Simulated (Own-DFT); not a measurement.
GaP (zincblende, strained, atoms displaced) (calculated)

All values are calculated (Own-DFT development build). A calculation, not a measurement: plane-wave PBE density functional theory by an unreviewed code, no spin, of a simulated periodic cell, stress positive in tension, free energy of the whole cell less one offset for each atom, forces on such cells passed a denser k mesh, this cell's mesh not checked; offsets are fitted by least squares, one for each functional and potential file, so energies compare only between cells with the same atoms and settings and are not formation energies; the far tail of each file's local potential was reset to the Coulomb form; each entry is a single point on an unrelaxed cell, so the pressure reflects the starting lattice, mostly measured values (interpolated for alloys), from which strain is counted, and rises with the displacements; printed positions are rounded, which can move forces by about a meV/angstrom; the program, named Own-DFT, is a retired in-house code; no spin-orbit coupling.

Settings shared by all entries: functional PBE; potential files PseudoDojo norm-conserving, scalar-relativistic, standard set; wave cutoff 42 hartree; occupations Fermi-Dirac; smearing width 0.1 eV; hardware one NVIDIA H100; k mesh 3 x 3 x 3 centred on Gamma.

(1) 
```xyz
64
Lattice="10.8620 0.0000 0.0000 0.0000 10.8620 0.0000 0.0000 0.0000 10.9361" Properties=species:S:1:pos:R:3:force_x:R:1:force_y:R:1:force_z:R:1 formula=GaP free_energy_of_cell_above_offsets=-35.136 pressure=3.16 stress_xx=-3.33 stress_yy=-3.33 stress_zz=-2.82 stress_yz=0.01 stress_xz=0.31 stress_xy=0.26 wall_time=507.7
Ga     0.0032     0.0080    10.8939     -0.183      0.401      0.554
Ga     0.0019     2.6706     2.7394      0.044      0.462      0.022
Ga     2.7347     0.0197     2.7247     -0.528     -0.016      0.443
Ga     2.7514     2.7550     0.0093     -0.346     -0.418      0.037
P      1.3597     1.3676     1.3611      0.152     -0.146     -0.098
P      1.3929     4.0405     4.1194     -0.134      0.195     -0.334
P      4.1254     1.3460     4.0862     -0.262     -0.112      0.387
P      4.0571     4.0872     1.3785      0.531      0.017     -0.229
Ga     0.0102     0.0181     5.4671     -0.324      0.423      0.057
Ga     0.0029     2.7077     8.1683     -0.096      0.411      0.561
Ga     2.6919    10.8259     8.1876     -0.104      0.548     -0.059
Ga     2.7741     2.6947     5.4774     -0.265     -0.076     -0.208
P      1.3238     1.4077     6.8366       0.71     -0.639     -0.172
P      1.3268     4.0432     9.6335      0.403       0.35     -0.909
P      4.0558     1.3621     9.5638      -0.16      0.237     -0.413
P      4.0599     4.0637     6.8455      0.693      0.255     -0.461
Ga     0.0063     5.4274     0.0105     -0.017      0.024     -0.006
Ga     0.0245     8.1619     2.7084     -0.397      0.236      0.563
Ga     2.7435     5.4347     2.7030     -0.457      0.047      0.618
Ga     2.7125     8.1007    10.9355      0.094      0.453     -0.038
P      1.3259     6.7904     1.3781      0.486     -0.087     -0.061
P      1.3379     9.5170     4.1787      0.493     -0.116     -1.004
P      4.1137     6.7580     4.1226     -0.564       0.62     -0.462
P      4.0521     9.5923     1.3430      0.164     -1.228        0.1
Ga     0.0081     5.4413     5.4436     -0.165     -0.301      0.124
Ga    10.8041     8.1701     8.2260      0.606     -0.223       -0.2
Ga     2.7235     5.4022     8.1498     -0.385     -0.013      0.844
Ga     2.7169     8.1468     5.4857      0.147     -0.163     -0.272
P      1.3871     6.7731     6.8162     -0.542      0.324      0.456
P      1.3419     9.5430     9.5930      0.191     -0.866     -0.313
P      4.0979     6.7631     9.5578     -0.244     -0.062      0.067
P      4.0668     9.5452     6.7879     -0.013     -0.269      0.436
Ga     5.3776     0.0499    10.9067      0.596     -0.147      0.213
Ga     5.4020     2.7448     2.7496      0.585     -0.163     -0.174
Ga     8.1098    10.7918     2.7622      0.195       0.56      0.253
Ga     8.1387     2.6934    10.9270     -0.014      0.191      0.037
P      6.8018     1.3071     1.3849     -0.367      0.603     -0.094
P      6.8050     4.0529     4.1571     -0.258      0.172     -0.512
P      9.4696     1.3873     4.1152       0.01     -0.597     -0.153
P      9.5423     4.0665     1.3314     -0.561     -0.096      0.618
Ga     5.4819     0.0099     5.5131     -0.165      0.259     -0.398
Ga     5.4204     2.7125     8.1786     -0.092      0.203      0.346
Ga     8.1333    10.8612     8.2103      0.206     -0.017     -0.028
Ga     8.0973     2.6795     5.4901      0.849      0.592     -0.017
P      6.8005     1.4086     6.8382     -0.236     -0.786      0.486
P      6.7856     4.1078     9.5309     -0.315     -0.627      0.635
P      9.5291     1.3849     9.5523     -0.336     -0.335      -0.08
P      9.4939     4.0599     6.8764     -0.223      0.489     -0.448
Ga     5.4737     5.4367     0.0450     -0.337     -0.208     -0.423
Ga     5.4397     8.1379     2.7173     -0.305      0.289     -0.046
Ga     8.1395     5.4144     2.7676      0.356     -0.284     -0.135
Ga     8.2118     8.1466    10.8956     -0.696      0.255      0.736
P      6.7939     6.7467     1.3945      0.464      0.716     -0.198
P      6.7682     9.4875     4.1430      0.119     -0.274     -0.039
P      9.4749     6.8126     4.1130      0.332     -0.017     -0.196
P      9.5025     9.5571     1.3872      0.224     -0.498     -0.385
Ga     5.4837     5.4893     5.4470      0.037     -0.508      0.709
Ga     5.3816     8.1727     8.1920      0.327      0.034     -0.016
Ga     8.0927     5.4618     8.2331      0.695     -0.069     -0.377
Ga     8.1534     8.1531     5.5291      0.247      0.262     -0.877
P      6.8533     6.8577     6.8386     -1.038     -0.514      0.448
P      6.7585     9.5125     9.5855      0.094     -0.067     -0.092
P      9.5017     6.7730     9.6023      0.221     -0.107     -0.472
P      9.5192     9.5038     6.7899     -0.144      0.421       0.65
```

Units: free_energy_of_cell_above_offsets in eV; pressure, stress_xx, stress_yy, stress_zz, stress_yz, stress_xz, stress_xy in GPa; wall_time in s; force_x, force_y, force_z in eV/Å.

(2) 
```xyz
64
Lattice="10.8620 0.0000 0.0000 0.0000 10.8620 0.0000 0.0000 0.0000 10.9361" Properties=species:S:1:pos:R:3:force_x:R:1:force_y:R:1:force_z:R:1 formula=GaP free_energy_of_cell_above_offsets=-35.270 pressure=3.14 stress_xx=-3.28 stress_yy=-3.33 stress_zz=-2.81 stress_yz=-0.27 stress_xz=-0.29 stress_xy=-0.18 wall_time=517
Ga     0.0207    10.8584     0.0037      0.047      0.026     -0.417
Ga    10.8432     2.7265     2.7573      0.162     -0.064     -0.464
Ga     2.7294    10.8582     2.7853     -0.308     -0.108     -0.651
Ga     2.7090     2.7703    10.9304      0.031     -0.535      0.157
P      1.3461     1.3497     1.3532       0.44      0.242      0.436
P      1.3178     4.0659     4.1467      0.535      0.069     -0.725
P      4.0473     1.3151     4.1293      0.394      0.824     -0.241
P      4.0757     4.1028     1.3692      0.029      -0.19     -0.098
Ga     0.0530    10.8616     5.4658     -0.833      0.223     -0.105
Ga     0.0397     2.7174     8.1901     -0.441      0.014     -0.193
Ga     2.7170     0.0244     8.1907     -0.238     -0.295     -0.146
Ga     2.7253     2.7427     5.4436      0.051     -0.142       0.49
P      1.3259     1.3692     6.8186      0.741      0.052     -0.033
P      1.3366     4.0365     9.5581      0.179      0.776      0.134
P      4.0488     1.3751     9.5240     -0.067     -0.222      0.988
P      4.1036     4.0920     6.8544     -0.279     -0.505     -0.021
Ga    10.8557     5.4419     0.0159      0.235      -0.01     -0.728
Ga    10.8494     8.1510     2.6604      0.033     -0.347      0.638
Ga     2.7327     5.4286     2.7387     -0.621     -0.014      0.022
Ga     2.6863     8.1889     0.0114      0.578     -0.465      0.151
P      1.3286     6.7770     1.3304       0.65      0.104      0.413
P      1.3120     9.5145     4.0850      0.326     -0.374     -0.183
P      4.0525     6.7872     4.0822      0.103      0.548      0.045
P      4.1006     9.5219     1.3720     -0.284     -0.069      0.162
Ga     0.0074     5.3885     5.4861     -0.689      0.283     -0.089
Ga     0.0252     8.1384     8.1720     -0.268      -0.07      0.432
Ga     2.7274     5.4161     8.2192     -0.268      0.161     -0.115
Ga     2.6765     8.1732     5.4689      0.035     -0.281      0.016
P      1.2944     6.7524     6.8181      0.919      0.171      0.194
P      1.3891     9.4725     9.5696     -0.382      0.551     -0.348
P      4.0735     6.8020     9.5666     -0.413      0.371     -0.135
P      4.0820     9.4928     6.8510     -0.244      0.309     -0.337
Ga     5.4411     0.0460     0.0340     -0.144     -0.064     -0.415
Ga     5.4375     2.7264     2.7133     -0.406     -0.204      0.398
Ga     8.1546    10.8456     2.7249     -0.068     -0.034      0.081
Ga     8.1502     2.7409    10.9353      0.166     -0.217     -0.362
P      6.7905     1.3947     1.3858      0.334     -0.229     -0.224
P      6.7787     4.0423     4.1077     -0.352      0.405      0.092
P      9.4863     1.3934     4.0890     -0.056     -0.409       0.46
P      9.5607     4.0877     1.2976     -0.678     -0.307      0.972
Ga     5.4356     0.0475     5.4943     -0.142     -0.365      0.132
Ga     5.4238     2.6633     8.2536      0.166      0.644     -0.559
Ga     8.1485    10.8481     8.1962      0.025      0.077      0.241
Ga     8.1339     2.7644     5.4980       0.17     -0.356      0.023
P      6.7798     1.3776     6.8558      0.288     -0.116     -0.068
P      6.7702     4.0779     9.5491      0.095     -0.115      0.305
P      9.5674     1.3659     9.5289     -0.692      -0.17      0.418
P      9.4874     4.0928     6.8824      0.144     -0.079     -0.068
Ga     5.3877     5.4489    10.8828      0.348     -0.147      0.246
Ga     5.4881     8.1711     2.7352     -0.491     -0.655     -0.502
Ga     8.1153     5.3759     2.7316      0.328      0.287     -0.333
Ga     8.1548     8.1093    10.9171     -0.062      0.569      0.146
P      6.8061     6.7714     1.2971      -0.29     -0.123      0.747
P      6.7149     9.5138     4.1026      1.114      0.226      0.381
P      9.5050     6.7690     4.0834      0.137     -0.099     -0.219
P      9.5459     9.4931     1.3310     -0.789      0.211     -0.018
Ga     5.3678     5.4476     5.4587      0.676      0.004      0.092
Ga     5.4358     8.1692     8.1837      0.184     -0.424      0.163
Ga     8.1700     5.4642     8.2690     -0.257     -0.325     -0.301
Ga     8.2025     8.1558     5.4433     -0.583     -0.124      0.237
P      6.8111     6.7473     6.8728     -0.108      0.539      -0.61
P      6.7701     9.4924     9.5923      0.197      0.316     -0.048
P      9.4926     6.7936     9.5990       0.68       0.14     -0.349
P      9.5320     9.5082     6.8485     -0.088      0.112     -0.309
```

Units: free_energy_of_cell_above_offsets in eV; pressure, stress_xx, stress_yy, stress_zz, stress_yz, stress_xz, stress_xy in GPa; wall_time in s; force_x, force_y, force_z in eV/Å.
